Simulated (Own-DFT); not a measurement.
Simulation results for AlGa3N4 (wurtzite random alloy, strained, atoms displaced)

All values are calculated (Own-DFT development build). A calculation, not a measurement: plane-wave PBE density functional theory by an unreviewed code, no spin, of a simulated periodic cell, stress positive in tension, free energy of the whole cell less one offset for each atom, forces on such cells passed a denser k mesh, this cell's mesh not checked; offsets are fitted by least squares, one for each functional and potential file, so energies compare only between cells with the same atoms and settings and are not formation energies; the far tail of each file's local potential was reset to the Coulomb form; each entry is a single point on an unrelaxed cell, so the pressure reflects the starting lattice, mostly measured values, from which strain is counted, and rises with the displacements; printed positions are rounded, which can move forces by about a meV/angstrom; the program is a retired in-house code; no spin-orbit coupling.

Settings shared by all entries: functional PBE; potential files PseudoDojo norm-conserving, scalar-relativistic, standard set with the stringent files for Ga; wave cutoff 96 hartree; occupations Gaussian; smearing width 0.01 eV; k mesh 4 x 4 x 3 centred on Gamma.

```json
{"entry": 1, "formula": "AlGa3N4", "kind": "wurtzite random alloy, strained, atoms displaced", "structure": {"cell_angstrom": [[9.747, 0.0, 0.0], [-4.8735, 8.4411, 0.0], [0.0, 0.0, 10.2685]], "atoms_fractional": [["Ga", 0.10922, 0.2192, 0.99714], ["Ga", 0.21909, 0.10787, 0.249], ["N", 0.13004, 0.23138, 0.19948], ["N", 0.21584, 0.10834, 0.43804], ["Al", 0.12349, 0.23805, 0.49599], ["Ga", 0.21721, 0.1116, 0.74815], ["N", 0.10759, 0.22476, 0.68234], ["N", 0.22862, 0.10946, 0.93808], ["Ga", 0.09724, 0.54543, 0.99918], ["Ga", 0.22496, 0.45181, 0.24908], ["N", 0.10815, 0.5513, 0.19207], ["N", 0.21499, 0.43735, 0.43646], ["Ga", 0.10949, 0.54656, 0.50037], ["Al", 0.21928, 0.44667, 0.76228], ["N", 0.11242, 0.554, 0.70137], ["N", 0.21632, 0.43664, 0.93972], ["Ga", 0.11879, 0.89531, 0.00719], ["Ga", 0.22598, 0.77829, 0.2513], ["N", 0.11209, 0.88711, 0.17835], ["N", 0.21677, 0.77984, 0.43475], ["Ga", 0.10209, 0.88849, 0.49303], ["Al", 0.22131, 0.77485, 0.74599], ["N", 0.11653, 0.89622, 0.68278], ["N", 0.21811, 0.77208, 0.94998], ["Al", 0.4424, 0.22512, 0.00802], ["Ga", 0.5415, 0.11169, 0.2486], ["N", 0.43983, 0.23101, 0.19018], ["N", 0.56405, 0.1105, 0.44176], ["Ga", 0.44686, 0.222, 0.49446], ["Al", 0.55808, 0.11983, 0.74242], ["N", 0.45104, 0.22081, 0.6881], ["N", 0.56077, 0.10794, 0.93441], ["Al", 0.44711, 0.55715, 0.99646], ["Ga", 0.55518, 0.4435, 0.24184], ["N", 0.45238, 0.55944, 0.18768], ["N", 0.56364, 0.45464, 0.44263], ["Ga", 0.4435, 0.54662, 0.49822], ["Ga", 0.56156, 0.44928, 0.74869], ["N", 0.44973, 0.56002, 0.68845], ["N", 0.55068, 0.44563, 0.95009], ["Ga", 0.44282, 0.88113, 0.00583], ["Ga", 0.55388, 0.76802, 0.25653], ["N", 0.44289, 0.89413, 0.18527], ["N", 0.55097, 0.76765, 0.43857], ["Ga", 0.44949, 0.88238, 0.4976], ["Ga", 0.55366, 0.77048, 0.74213], ["N", 0.43949, 0.89228, 0.69208], ["N", 0.55379, 0.7703, 0.93638], ["Al", 0.78505, 0.22401, 0.00864], ["Al", 0.88108, 0.09583, 0.25394], ["N", 0.78562, 0.2292, 0.1954], ["N", 0.88958, 0.10642, 0.44986], ["Ga", 0.77598, 0.22154, 0.50763], ["Al", 0.88772, 0.10468, 0.75249], ["N", 0.78316, 0.21818, 0.69645], ["N", 0.89574, 0.11458, 0.93106], ["Ga", 0.77999, 0.55405, 0.99842], ["Ga", 0.88397, 0.43813, 0.25063], ["N", 0.77214, 0.55502, 0.18823], ["N", 0.88123, 0.44072, 0.43707], ["Ga", 0.78029, 0.55507, 0.49997], ["Ga", 0.89553, 0.44856, 0.75136], ["N", 0.77508, 0.5499, 0.697], ["N", 0.89656, 0.45577, 0.94527], ["Ga", 0.77249, 0.88284, 0.99318], ["Ga", 0.89144, 0.77935, 0.25449], ["N", 0.77961, 0.8866, 0.18647], ["N", 0.88674, 0.78209, 0.43569], ["Ga", 0.77007, 0.89254, 0.49641], ["Ga", 0.88715, 0.77515, 0.75994], ["N", 0.77269, 0.89312, 0.6916], ["N", 0.89548, 0.78772, 0.93318]]}, "results": {"free_energy_of_cell_above_offsets [eV]": "-9.089", "pressure [GPa]": -1.84, "stress_xx [GPa]": 5.19, "stress_yy [GPa]": 4.45, "stress_zz [GPa]": -4.12, "stress_yz [GPa]": -0.37, "stress_xz [GPa]": -0.07, "stress_xy [GPa]": 0.04, "force_element": ["Ga", "Ga", "N", "N", "Al", "Ga", "N", "N", "Ga", "Ga", "N", "N", "Ga", "Al", "N", "N", "Ga", "Ga", "N", "N", "Ga", "Al", "N", "N", "Al", "Ga", "N", "N", "Ga", "Al", "N", "N", "Al", "Ga", "N", "N", "Ga", "Ga", "N", "N", "Ga", "Ga", "N", "N", "Ga", "Ga", "N", "N", "Al", "Al", "N", "N", "Ga", "Al", "N", "N", "Ga", "Ga", "N", "N", "Ga", "Ga", "N", "N", "Ga", "Ga", "N", "N", "Ga", "Ga", "N", "N"], "force_x [eV/angstrom]": [0.872, 0.114, -2.708, 0.344, -0.561, 0.69, 0.119, -0.151, 2.628, 0.457, -0.14, 0.743, -0.947, 0.727, 0.732, 0.84, -0.013, -0.646, -0.293, 0.892, 0.792, -0.373, 0.056, 0.292, 0.82, 1.706, 0.864, -1.254, -0.255, 1.004, -0.977, -0.355, -0.638, -0.066, -1.196, 0.01, -0.665, -0.894, -1.133, 0.426, -0.199, -0.099, 0.807, -0.16, -1.755, -0.865, 0.445, -0.367, -0.797, 0.262, 0.236, 0.136, 0.999, -0.033, -0.831, -1.11, -0.914, -0.028, 1.163, 0.883, -0.177, -0.603, 0.873, -1.694, 0.211, 0.056, -0.493, -0.371, 1.249, 0.244, 0.92, 0.147], "force_y [eV/angstrom]": [-0.261, -0.19, -1.17, 1.218, -3.39, 0.321, 0.764, 0.949, 2.051, -0.453, 0.471, 1.562, 1.003, -0.794, 0.716, 1.254, -0.673, -0.531, 0.092, -0.679, 0.375, 1.154, -1.707, 0.034, -0.463, 0.275, -1.451, -0.466, -0.162, -1.336, 0.791, 1.237, -0.243, 1.078, -0.33, -1.579, 0.289, -1.33, -1.94, -0.559, 0.646, 1.222, -0.446, 0.234, 0.591, 1.825, -0.306, -0.363, -0.482, 1.945, -2.543, 1.489, 0.063, 0.834, 0.309, -0.153, 0.909, 1.46, 0.301, 0.218, 0.656, -1.165, 1.055, -3.023, 0.665, -0.523, 0.52, -0.735, -0.628, 0.728, -0.406, -0.829], "force_z [eV/angstrom]": [0.984, 0.237, -1.36, 0.228, 0.732, -0.439, 0.932, 0.568, 1.127, -0.693, -0.04, 0.459, 0.138, -2.053, -1.213, 0.655, -3.719, -1.152, 4.367, 1.147, 1.018, 1.001, 0.906, -1.988, -2.028, 0.143, -0.234, -0.633, 0.643, 1.497, -0.152, 1.086, 0.533, 1.211, -0.693, -1.026, 0.464, 0.74, 0.256, -0.865, -2.447, -1.825, 2.124, 0.653, 0.738, 0.974, -0.435, 0.327, -1.421, 0.367, -1.07, -2.0, -0.413, -1.483, 0.065, 1.743, 0.272, -0.114, 0.259, 1.234, 0.375, 0.418, -0.859, -0.904, 0.272, -1.816, 0.473, 1.152, 1.274, -3.471, -0.243, 2.994]}}
{"entry": 2, "formula": "AlGa3N4", "kind": "wurtzite random alloy, strained, atoms displaced", "structure": {"cell_angstrom": [[9.747, 0.0, 0.0], [-4.8735, 8.4411, 0.0], [0.0, 0.0, 10.2685]], "atoms_fractional": [["Ga", 0.11074, 0.22627, 0.00023], ["Al", 0.21824, 0.10573, 0.24786], ["N", 0.10462, 0.23274, 0.18084], ["N", 0.22095, 0.11388, 0.44133], ["Ga", 0.10454, 0.21919, 0.49863], ["Ga", 0.22199, 0.11328, 0.76109], ["N", 0.11789, 0.22366, 0.69246], ["N", 0.22805, 0.11947, 0.93929], ["Ga", 0.1076, 0.5616, 0.99993], ["Ga", 0.22043, 0.44031, 0.25114], ["N", 0.11306, 0.54736, 0.20048], ["N", 0.22224, 0.44561, 0.43208], ["Al", 0.10943, 0.55278, 0.50071], ["Ga", 0.23028, 0.45534, 0.74914], ["N", 0.11611, 0.55906, 0.68718], ["N", 0.21797, 0.44125, 0.9406], ["Al", 0.10373, 0.88382, 0.98751], ["Ga", 0.21567, 0.77316, 0.25349], ["N", 0.10425, 0.87872, 0.18756], ["N", 0.23187, 0.77892, 0.42855], ["Ga", 0.10544, 0.88987, 0.50133], ["Ga", 0.22215, 0.77788, 0.75294], ["N", 0.11613, 0.90954, 0.69888], ["N", 0.22016, 0.78083, 0.93864], ["Ga", 0.44902, 0.22889, 0.99922], ["Ga", 0.55554, 0.10185, 0.2546], ["N", 0.44659, 0.21537, 0.18931], ["N", 0.55417, 0.09889, 0.44505], ["Ga", 0.45113, 0.22914, 0.50146], ["Ga", 0.55965, 0.1131, 0.75561], ["N", 0.45039, 0.23059, 0.6852], ["N", 0.55968, 0.10965, 0.94193], ["Ga", 0.44151, 0.55781, 0.99406], ["Ga", 0.55476, 0.44468, 0.25347], ["N", 0.443, 0.54693, 0.1843], ["N", 0.55792, 0.44005, 0.44939], ["Ga", 0.4378, 0.54994, 0.50411], ["Al", 0.55189, 0.4432, 0.74618], ["N", 0.44312, 0.54502, 0.68283], ["N", 0.55566, 0.43984, 0.94006], ["Ga", 0.43965, 0.88499, 0.99422], ["Al", 0.55481, 0.77149, 0.24478], ["N", 0.44747, 0.87927, 0.19222], ["N", 0.55853, 0.78336, 0.43511], ["Ga", 0.4465, 0.89814, 0.49619], ["Ga", 0.55188, 0.77362, 0.74515], ["N", 0.44211, 0.88032, 0.68606], ["N", 0.54676, 0.77377, 0.94741], ["Al", 0.76687, 0.21562, 0.99384], ["Al", 0.90407, 0.12016, 0.24882], ["N", 0.7809, 0.21757, 0.17965], ["N", 0.89692, 0.11942, 0.44138], ["Ga", 0.77114, 0.21138, 0.50015], ["Ga", 0.88332, 0.10873, 0.755], ["N", 0.77977, 0.21582, 0.68559], ["N", 0.88339, 0.10977, 0.93615], ["Ga", 0.7747, 0.5626, 0.00166], ["Ga", 0.88726, 0.45409, 0.25289], ["N", 0.77459, 0.55194, 0.19768], ["N", 0.90159, 0.4495, 0.44266], ["Ga", 0.775, 0.5541, 0.49764], ["Al", 0.89156, 0.44892, 0.76135], ["N", 0.77915, 0.55502, 0.69903], ["N", 0.88033, 0.4327, 0.94786], ["Ga", 0.78473, 0.8806, 0.99876], ["Ga", 0.89683, 0.77018, 0.25121], ["N", 0.78, 0.89571, 0.19625], ["N", 0.89866, 0.78885, 0.43573], ["Ga", 0.77346, 0.89347, 0.5022], ["Al", 0.88649, 0.7829, 0.74416], ["N", 0.78379, 0.89852, 0.68546], ["N", 0.88816, 0.78241, 0.93007]]}, "results": {"free_energy_of_cell_above_offsets [eV]": "-8.740", "pressure [GPa]": -1.79, "stress_xx [GPa]": 4.72, "stress_yy [GPa]": 4.62, "stress_zz [GPa]": -3.99, "stress_yz [GPa]": 0.08, "stress_xz [GPa]": -0.71, "stress_xy [GPa]": -0.45, "force_element": ["Ga", "Al", "N", "N", "Ga", "Ga", "N", "N", "Ga", "Ga", "N", "N", "Al", "Ga", "N", "N", "Al", "Ga", "N", "N", "Ga", "Ga", "N", "N", "Ga", "Ga", "N", "N", "Ga", "Ga", "N", "N", "Ga", "Ga", "N", "N", "Ga", "Al", "N", "N", "Ga", "Al", "N", "N", "Ga", "Ga", "N", "N", "Al", "Al", "N", "N", "Ga", "Ga", "N", "N", "Ga", "Ga", "N", "N", "Ga", "Al", "N", "N", "Ga", "Ga", "N", "N", "Ga", "Al", "N", "N"], "force_x [eV/angstrom]": [-0.468, 0.285, 2.171, 0.571, 1.407, 0.258, -1.07, -0.173, 0.73, 0.692, -1.703, -0.317, 0.946, -0.501, -1.266, -0.248, 0.522, 1.322, 0.591, -1.423, 1.722, -0.219, -0.04, -0.852, 0.253, 0.658, -1.187, -0.694, -0.463, -0.347, 0.291, -1.117, 0.211, -0.33, -0.018, -0.611, 0.007, 1.116, 0.416, -0.503, 0.236, 0.33, -0.864, 0.101, 0.263, 0.529, -0.526, 1.377, 1.794, -2.387, -0.245, -1.004, 0.68, 1.287, -0.937, -0.031, 0.522, 2.006, -0.581, -1.555, 1.402, 0.097, -0.176, -0.207, -2.644, -2.218, 0.707, -1.208, 0.553, 0.45, 0.093, 1.539], "force_y [eV/angstrom]": [-0.485, 0.38, -1.889, -0.131, 0.993, 2.045, 0.571, -1.499, -1.374, 0.637, 1.353, 0.014, 0.905, -1.885, -0.311, 1.329, 1.248, -0.014, 1.73, -0.657, 0.813, 0.516, -3.632, -0.072, -1.132, 0.242, -0.035, 3.467, -2.086, -0.141, -0.489, -0.246, -1.272, -0.939, 1.087, 1.225, 0.854, -0.164, 1.097, 1.462, 0.69, 0.374, 0.029, -1.074, -3.428, 0.216, 0.873, 0.387, 0.088, -0.977, 0.218, -1.102, 1.387, 0.98, 1.612, -0.173, -1.143, -2.338, 0.682, -0.591, 0.701, -0.673, 0.647, 1.316, 1.918, 1.087, -0.745, -1.51, 0.022, -0.13, -1.98, -0.876], "force_z [eV/angstrom]": [-1.251, 0.025, 1.744, -1.482, 1.203, -2.188, -0.108, 2.2, 1.163, -0.856, -1.848, 2.322, -0.652, 0.171, 0.261, -0.506, 1.254, -2.138, -1.649, 3.779, 0.351, -1.428, -0.871, 0.456, 0.642, -1.288, 0.845, -1.067, -0.247, -1.428, 1.802, -0.273, 0.766, -0.126, 0.887, -1.508, -2.308, 0.546, 2.144, -1.313, 1.763, 0.388, -0.675, -0.03, 0.587, 0.429, 0.772, -1.842, 1.633, -0.095, 1.35, -1.566, -0.279, -1.08, 1.423, 1.384, -0.161, -0.307, -1.216, 0.221, 0.954, -1.412, -0.265, -1.162, 1.421, -0.072, -0.599, 1.263, -1.658, -0.39, 1.158, 0.038]}}
{"entry": 3, "formula": "AlGa3N4", "kind": "wurtzite random alloy, strained, atoms displaced", "structure": {"cell_angstrom": [[9.747, 0.0, 0.0], [-4.8735, 8.4411, 0.0], [0.0, 0.0, 10.2685]], "atoms_fractional": [["Al", 0.11841, 0.2217, 0.00011], ["Ga", 0.2165, 0.11053, 0.25782], ["N", 0.11064, 0.22426, 0.19169], ["N", 0.21905, 0.10895, 0.43766], ["Ga", 0.11662, 0.2267, 0.49805], ["Ga", 0.22744, 0.10546, 0.74784], ["N", 0.11238, 0.22068, 0.68878], ["N", 0.23092, 0.11065, 0.94209], ["Al", 0.11239, 0.56461, 0.99167], ["Al", 0.22664, 0.45851, 0.25105], ["N", 0.10977, 0.55755, 0.18528], ["N", 0.21568, 0.43421, 0.44114], ["Ga", 0.10082, 0.55251, 0.49965], ["Al", 0.22281, 0.44427, 0.7581], ["N", 0.1214, 0.55737, 0.68602], ["N", 0.21412, 0.43033, 0.94401], ["Al", 0.10781, 0.88725, 0.99431], ["Al", 0.22266, 0.78037, 0.24045], ["N", 0.11707, 0.90742, 0.18406], ["N", 0.22384, 0.77777, 0.44316], ["Ga", 0.11648, 0.90273, 0.49162], ["Ga", 0.21003, 0.77285, 0.7555], ["N", 0.11187, 0.88961, 0.68684], ["N", 0.2224, 0.78209, 0.94059], ["Ga", 0.444, 0.22958, 0.00196], ["Ga", 0.5527, 0.10534, 0.26015], ["N", 0.4289, 0.2072, 0.18837], ["N", 0.55064, 0.10824, 0.43847], ["Ga", 0.44743, 0.23139, 0.50347], ["Ga", 0.55427, 0.10199, 0.74774], ["N", 0.45274, 0.22501, 0.68516], ["N", 0.54367, 0.10829, 0.93041], ["Ga", 0.44503, 0.56097, 0.0001], ["Ga", 0.56587, 0.44543, 0.25606], ["N", 0.43783, 0.54661, 0.19177], ["N", 0.56132, 0.44529, 0.43601], ["Ga", 0.43584, 0.55758, 0.50316], ["Ga", 0.55155, 0.44072, 0.74552], ["N", 0.43146, 0.54563, 0.69029], ["N", 0.55551, 0.44976, 0.93551], ["Ga", 0.44406, 0.89465, 0.00412], ["Ga", 0.55404, 0.77817, 0.25772], ["N", 0.44785, 0.87973, 0.19086], ["N", 0.55017, 0.7761, 0.43512], ["Al", 0.44652, 0.88851, 0.50186], ["Ga", 0.56307, 0.77535, 0.74811], ["N", 0.44537, 0.89726, 0.68996], ["N", 0.55819, 0.78218, 0.93542], ["Ga", 0.77113, 0.21921, 0.00251], ["Ga", 0.88642, 0.1101, 0.25009], ["N", 0.7919, 0.23643, 0.18685], ["N", 0.88965, 0.09852, 0.44013], ["Al", 0.77653, 0.2218, 0.4963], ["Ga", 0.89104, 0.11911, 0.74835], ["N", 0.77505, 0.21876, 0.68914], ["N", 0.89293, 0.10077, 0.9456], ["Ga", 0.7846, 0.54671, 0.9941], ["Ga", 0.88773, 0.44882, 0.24951], ["N", 0.77248, 0.55649, 0.19195], ["N", 0.88842, 0.4506, 0.43476], ["Ga", 0.78004, 0.55692, 0.50794], ["Al", 0.89072, 0.44283, 0.75472], ["N", 0.78389, 0.56005, 0.68934], ["N", 0.89311, 0.44822, 0.93246], ["Ga", 0.76713, 0.88006, 0.0057], ["Ga", 0.88464, 0.76404, 0.23998], ["N", 0.76808, 0.88789, 0.19534], ["N", 0.89067, 0.78653, 0.43822], ["Ga", 0.78578, 0.88904, 0.50218], ["Ga", 0.89309, 0.78326, 0.75385], ["N", 0.77418, 0.89672, 0.68748], ["N", 0.8927, 0.77602, 0.93406]]}, "results": {"free_energy_of_cell_above_offsets [eV]": "-9.153", "pressure [GPa]": -2.01, "stress_xx [GPa]": 6.7, "stress_yy [GPa]": 4.42, "stress_zz [GPa]": -5.09, "stress_yz [GPa]": -0.01, "stress_xz [GPa]": 0.18, "stress_xy [GPa]": -0.52, "force_element": ["Al", "Ga", "N", "N", "Ga", "Ga", "N", "N", "Al", "Al", "N", "N", "Ga", "Al", "N", "N", "Al", "Al", "N", "N", "Ga", "Ga", "N", "N", "Ga", "Ga", "N", "N", "Ga", "Ga", "N", "N", "Ga", "Ga", "N", "N", "Ga", "Ga", "N", "N", "Ga", "Ga", "N", "N", "Al", "Ga", "N", "N", "Ga", "Ga", "N", "N", "Al", "Ga", "N", "N", "Ga", "Ga", "N", "N", "Ga", "Al", "N", "N", "Ga", "Ga", "N", "N", "Ga", "Ga", "N", "N"], "force_x [eV/angstrom]": [-0.557, -0.515, -0.07, 0.704, -0.628, -0.587, 0.246, -1.718, 0.838, 0.002, 0.281, -0.47, 1.25, -0.208, -1.172, -0.733, 0.1, -0.241, 0.649, 0.213, 0.385, 1.383, -0.205, -0.524, 0.407, -0.366, 1.833, 1.115, 0.067, -0.225, -0.47, 1.099, 0.044, -2.336, 0.197, -0.647, 0.533, 0.325, 0.634, 0.662, 0.573, 0.699, -2.052, -0.161, -0.734, -1.608, 0.219, -0.894, 0.831, 0.964, -1.356, -1.635, 0.398, 0.721, -0.01, -0.537, -2.31, 0.654, 1.408, -0.067, -0.254, -0.105, 0.318, 1.246, 1.001, -0.44, 1.122, 1.179, -1.289, -0.631, 1.363, 0.089], "force_y [eV/angstrom]": [-1.26, 1.219, 0.909, 1.96, -1.485, 0.947, 0.852, -0.607, -1.402, -2.043, 1.091, 2.169, 0.777, -0.895, -1.183, 2.077, 1.305, 0.147, -3.565, 0.46, -2.654, 0.796, -0.152, -0.814, -0.388, 0.469, 1.489, 0.116, -0.883, 1.469, -0.46, 0.784, -0.517, -1.295, 0.79, 0.47, -0.242, 0.549, 0.764, -0.088, -0.112, -1.283, 0.889, 0.325, -0.271, 0.137, -2.579, -0.68, -0.578, 0.284, -1.412, 2.479, -0.377, -0.775, 1.829, 1.219, 1.158, 0.269, -1.194, -1.72, 0.896, -0.087, -0.707, -0.541, 0.841, 3.447, -0.477, -1.594, -0.429, 0.12, -0.67, -0.082], "force_z [eV/angstrom]": [0.892, -1.788, -0.41, 1.264, 0.476, 0.463, 0.653, -0.587, 1.127, -0.323, -0.392, -1.356, -0.346, -0.875, 1.906, -0.832, 0.736, 1.146, -0.605, -1.471, 0.904, -1.768, 0.049, 0.921, -0.136, -2.495, 0.818, 1.996, -1.3, -0.305, 0.838, 1.982, 0.344, -1.46, 0.174, 1.858, -0.807, 0.338, 0.484, 0.477, -0.822, -1.623, -0.003, 2.863, 0.098, -0.257, -1.007, 0.526, -1.041, -0.277, 0.792, 0.097, 0.225, 0.778, -0.797, -0.441, 0.261, -0.406, -1.811, 1.117, -1.499, -2.145, 1.424, 0.707, -0.232, 1.478, -0.642, -0.504, -0.411, -1.717, 0.519, 2.16]}}
{"entry": 4, "formula": "AlGa3N4", "kind": "wurtzite random alloy, strained, atoms displaced", "structure": {"cell_angstrom": [[9.747, 0.0, 0.0], [-4.8735, 8.4411, 0.0], [0.0, 0.0, 10.2685]], "atoms_fractional": [["Ga", 0.109, 0.22191, 0.00597], ["Al", 0.21733, 0.10266, 0.259], ["N", 0.10432, 0.21668, 0.19239], ["N", 0.22318, 0.10364, 0.44151], ["Ga", 0.12832, 0.23138, 0.49735], ["Ga", 0.21999, 0.10563, 0.74659], ["N", 0.11096, 0.22368, 0.69088], ["N", 0.22134, 0.10591, 0.93642], ["Ga", 0.10809, 0.55211, 0.99218], ["Ga", 0.20998, 0.43827, 0.25006], ["N", 0.10491, 0.55561, 0.18636], ["N", 0.2107, 0.43922, 0.44158], ["Al", 0.11246, 0.55585, 0.49679], ["Ga", 0.21734, 0.43768, 0.73994], ["N", 0.10433, 0.56236, 0.69107], ["N", 0.21708, 0.43588, 0.93724], ["Al", 0.11449, 0.87929, 0.00552], ["Ga", 0.21566, 0.76234, 0.25321], ["N", 0.10492, 0.88946, 0.19311], ["N", 0.2214, 0.77578, 0.44009], ["Ga", 0.11677, 0.8903, 0.50055], ["Ga", 0.222, 0.78476, 0.74997], ["N", 0.11076, 0.88723, 0.69128], ["N", 0.22311, 0.77544, 0.94402], ["Ga", 0.44369, 0.21973, 0.00194], ["Ga", 0.56922, 0.11579, 0.24414], ["N", 0.44947, 0.22445, 0.18587], ["N", 0.55957, 0.11525, 0.43806], ["Ga", 0.44278, 0.21837, 0.49878], ["Al", 0.56004, 0.11798, 0.74582], ["N", 0.43793, 0.22052, 0.68668], ["N", 0.55745, 0.1165, 0.93866], ["Ga", 0.44018, 0.55676, 1.0], ["Al", 0.54555, 0.44665, 0.25141], ["N", 0.44428, 0.55316, 0.1917], ["N", 0.55452, 0.44106, 0.43896], ["Al", 0.45122, 0.55002, 0.49043], ["Ga", 0.56554, 0.46121, 0.75072], ["N", 0.44004, 0.5547, 0.68588], ["N", 0.54884, 0.4349, 0.94262], ["Ga", 0.44485, 0.89514, 0.0032], ["Al", 0.55889, 0.77835, 0.25282], ["N", 0.44612, 0.89364, 0.18963], ["N", 0.55879, 0.77878, 0.44905], ["Al", 0.45708, 0.90212, 0.49938], ["Ga", 0.55486, 0.78014, 0.74612], ["N", 0.44505, 0.88958, 0.68966], ["N", 0.55677, 0.78237, 0.93553], ["Al", 0.79003, 0.2176, 0.00557], ["Ga", 0.89081, 0.11727, 0.25154], ["N", 0.77573, 0.22894, 0.1954], ["N", 0.89524, 0.10878, 0.43295], ["Ga", 0.78565, 0.23187, 0.49732], ["Ga", 0.88792, 0.10577, 0.75103], ["N", 0.76681, 0.22001, 0.68264], ["N", 0.88302, 0.10965, 0.94738], ["Ga", 0.78285, 0.55584, 0.00663], ["Ga", 0.8926, 0.44443, 0.25326], ["N", 0.77174, 0.54825, 0.19506], ["N", 0.88991, 0.44373, 0.43845], ["Ga", 0.7778, 0.56457, 0.50467], ["Ga", 0.89565, 0.44742, 0.75028], ["N", 0.7724, 0.55079, 0.68714], ["N", 0.89031, 0.44545, 0.947], ["Ga", 0.77478, 0.88962, 0.00947], ["Ga", 0.87942, 0.77043, 0.25126], ["N", 0.78083, 0.88949, 0.19825], ["N", 0.88026, 0.7747, 0.44294], ["Ga", 0.77764, 0.88544, 0.5007], ["Ga", 0.88695, 0.76995, 0.74587], ["N", 0.7701, 0.8864, 0.68239], ["N", 0.88752, 0.77599, 0.93749]]}, "results": {"free_energy_of_cell_above_offsets [eV]": "-10.237", "pressure [GPa]": -2.43, "stress_xx [GPa]": 5.61, "stress_yy [GPa]": 4.38, "stress_zz [GPa]": -2.7, "stress_yz [GPa]": 0.37, "stress_xz [GPa]": 0.73, "stress_xy [GPa]": -0.44, "force_element": ["Ga", "Al", "N", "N", "Ga", "Ga", "N", "N", "Ga", "Ga", "N", "N", "Al", "Ga", "N", "N", "Al", "Ga", "N", "N", "Ga", "Ga", "N", "N", "Ga", "Ga", "N", "N", "Ga", "Al", "N", "N", "Ga", "Al", "N", "N", "Al", "Ga", "N", "N", "Ga", "Al", "N", "N", "Al", "Ga", "N", "N", "Al", "Ga", "N", "N", "Ga", "Ga", "N", "N", "Ga", "Ga", "N", "N", "Ga", "Ga", "N", "N", "Ga", "Ga", "N", "N", "Ga", "Ga", "N", "N"], "force_x [eV/angstrom]": [1.094, 0.559, 1.421, -0.408, -1.5, 0.017, -0.17, -0.477, 0.798, 0.643, 0.987, 1.345, -0.798, 0.013, 1.607, -0.211, -1.367, -0.26, 0.701, 1.095, -0.7, 1.151, -0.711, -0.519, -0.351, -2.798, -1.397, 0.272, 0.715, -1.122, 1.221, 1.536, 0.586, 2.017, -0.853, -0.608, -1.539, -1.418, 0.334, 0.189, 0.42, -0.573, 0.965, -1.212, -0.33, -0.402, -0.549, -0.053, -3.19, -0.325, 2.506, -0.26, 0.257, -0.679, 1.315, 1.022, -1.196, -1.318, -0.684, 0.45, 0.612, -1.379, 1.068, 0.048, 0.51, 0.921, -1.564, 1.461, -0.257, -0.595, 1.262, 0.653], "force_y [eV/angstrom]": [-0.777, 0.437, 0.299, 0.929, -2.201, 0.906, -1.194, -0.86, 0.264, 0.392, -0.852, 1.992, 0.275, 1.369, -0.249, 0.78, 1.181, 2.386, -0.238, -0.238, -1.137, -0.406, -0.116, 0.313, -0.226, -0.647, -0.012, -0.67, 0.339, -0.671, 0.216, -0.071, -0.267, -1.295, 0.984, 0.385, 0.978, -2.229, 0.14, 1.885, -0.038, 0.188, -1.271, -0.845, -1.215, -0.458, 1.228, -0.421, 1.32, -0.809, -0.11, 0.52, -1.407, 0.233, 0.478, -0.195, -0.311, 0.373, 0.232, 1.633, -1.565, -1.145, 0.543, -1.5, -0.764, 0.126, -0.284, 0.522, 1.306, 0.936, 0.28, 0.323], "force_z [eV/angstrom]": [-1.141, -1.818, 0.517, -0.656, 0.524, 0.854, -0.656, 1.078, 0.37, -0.338, -0.074, -0.213, 0.876, 1.152, -1.336, 0.024, -0.482, -0.419, -0.229, 0.734, -0.041, 0.331, -0.633, -0.211, -0.779, 0.975, 2.195, 0.037, 0.194, 0.707, 0.465, -0.419, -0.655, -0.565, 0.78, -0.636, 1.369, 0.693, -0.963, -0.354, -0.98, 0.214, 1.032, -1.828, 0.208, -0.005, -0.687, 0.978, -0.185, -0.09, -1.958, 1.847, -0.26, -0.352, 1.375, -0.743, -0.502, -0.296, 0.327, 0.873, -1.331, 0.416, 0.688, -0.801, -1.024, 0.145, -0.368, -0.273, -0.911, 0.672, 1.775, 0.788]}}
```
